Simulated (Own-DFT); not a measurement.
# What a defect does to the pressure of its cell: zincblende GaAs

Source: density functional calculations with Own-DFT, an unreviewed in-house program that is no longer used. Nothing was measured or relaxed, and spin and spin-orbit coupling are left out.

All runs used: PBE; PseudoDojo norm-conserving scalar-relativistic files; cutoff 42 hartree; 3 x 3 x 3 k mesh centred on Gamma; Fermi-Dirac smearing of 0.1 eV.

Caveats (not all hold for every row): not probed for a lower state with spin; forces not confirmed at this smearing and k mesh; stress not checked against mesh or cutoff.

All runs share one cell, with vectors in Å (11.737, 0.000, 0.000); (0.000, 11.737, 0.000); (0.000, 0.000, 10.919) and a volume of 1504.3 Å³, strained against the parent crystal. The atoms are randomly displaced, by u rms on each axis. The defect's site can differ from row to row.

| cell | formula | u (Å) | P (GPa) |
|---|---|---|---|
| no defect | As32Ga32 | 0.0303 | 0.76 |
| no defect | As32Ga32 | 0.0473 | 0.95 |
| no defect | As32Ga32 | 0.0533 | 1.08 |
| one In on a Ga site | As32Ga31In | 0.0304 | 1.36 |
| one In on a Ga site | As32Ga31In | 0.0327 | 1.38 |
| one In on a Ga site | As32Ga31In | 0.0489 | 1.54 |
| one Al on a Ga site | AlAs32Ga31 | 0.0316 | ? |
| one Al on a Ga site | AlAs32Ga31 | 0.0317 | 0.77 |
| one Al on a Ga site | AlAs32Ga31 | 0.0491 | 1.00 |
| one Al on a Ga site | AlAs32Ga31 | 0.0513 | 1.09 |
| one P on an As site | As31Ga32P | 0.0303 | 0.53 |
| one P on an As site | As31Ga32P | 0.0486 | 0.80 |
| one P on an As site | As31Ga32P | 0.0490 | 0.76 |
| one As vacancy and one Ga vacancy | As31Ga31 | 0.0308 | 0.47 |
| one As vacancy and one Ga vacancy | As31Ga31 | 0.0338 | 0.49 |
| one As vacancy and one Ga vacancy | As31Ga31 | 0.0526 | 0.86 |

## Analysis

P = P0 + c u² + a shift for each defect gives P0 = 0.58 GPa, c = 175 ± 12 GPa/Å² and a scatter of 0.03 GPa. The shifts, and each times the cell's volume:

- one In on a Ga site: 0.59 ± 0.03 GPa, 5.6 eV
- one Al on a Ga site: 0.03 ± 0.03 GPa, 0.2 eV (not resolved)
- one P on an As site: -0.21 ± 0.03 GPa, -2.0 eV
- one As vacancy and one Ga vacancy: -0.25 ± 0.03 GPa, -2.4 eV

A positive shift means that the defect pushes the cell outwards. Shift times volume (160.2 GPa Å³ is 1 eV) depends little on the cell's size, so, taken for each site, it can be compared between cells at like pressure. The atoms around the defects weren't relaxed, which would change these numbers.

## The run left out

Asked: what pressure belongs in the blank (one Al on a Ga site, u = 0.0316 Å)?

Estimate: 0.78 ± 0.04 GPa. The run itself gave 0.78 GPa.
